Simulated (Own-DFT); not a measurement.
# A layer strained by its substrate: diamond-structure SiGeSn with randomly placed atoms, 64 atoms (Ge52Si8Sn4)

Source: density functional calculations with Own-DFT, an unreviewed in-house program that is no longer used. Nothing was measured or relaxed, and spin and spin-orbit coupling are left out.

Settings: PBE; PseudoDojo norm-conserving scalar-relativistic files; cutoff 49 hartree; 3 x 3 x 3 k mesh centred on Gamma; Fermi-Dirac smearing of 0.1 eV.

Known weak points: forces on such cells moved up to 12 meV/angstrom on a denser k mesh; stress not checked against mesh or cutoff.

Unstrained cell vectors in Å: (11.363, 0.000, 0.000); (0.000, 11.363, 0.000); (0.000, 0.000, 11.363). The unstrained cell has measured lattice constants (interpolated for alloys), not those of this functional. That, the random moves and any unrelaxed bonds set the pressure at no strain. Each run strains x and y alike by e, as a substrate would, and holds the height along z. All atoms carry random offsets, Gaussian with a width of 0.05 Å per axis. The random placing of the alloy's atoms differs from row to row. Stress is positive in tension.

```
e (%)  u (Å)  (s_xx + s_yy)/2 (GPa)  s_zz (GPa)
-3.00  0.052                 -11.00       -8.83
-2.50  0.053                  -9.64       -7.85
-2.25  0.052                  -9.28       -7.50
-2.00  0.047                  -8.53       -7.12
-1.75  0.049                  -7.93       -6.79
-0.75  0.048                  -5.90       -5.52
 0.75  0.049                  -3.13       -3.61
 1.50  0.051                  -2.01       -3.00
 1.75  0.049                      ?           ?
 2.75  0.051                  -0.22       -1.87
```

## Analysis

With e as a fraction, the in-plane stress is -4.5 + 183 e - 1115 e² GPa (errors 1 and 100, scatter 0.08), and s_zz is -4.5 + 117 e - 794 e² GPa (slope ± 1, scatter 0.08). At e = 0 the first slope is C11 + C12 and the second 2 C12, both with the ions held to the strained lattice and at the cell's own pressure. The term in e² is negative: the layer stiffens under compression and softens under tension. A free layer would change its height as e changes, and the in-plane slope would drop by 2 C12²/C11 to the biaxial modulus. At fixed height, a misfit of 1 % moves the in-plane stress by about 1.8 GPa and s_zz by 1.2 GPa.

## The run left out

Question: what are the two stresses at e = 1.75 %?

From the fit: -1.6 and -2.7 GPa. The run itself gave -1.91 and -2.81 GPa. This run lies off the fit, by chance or by something that the fit leaves out.
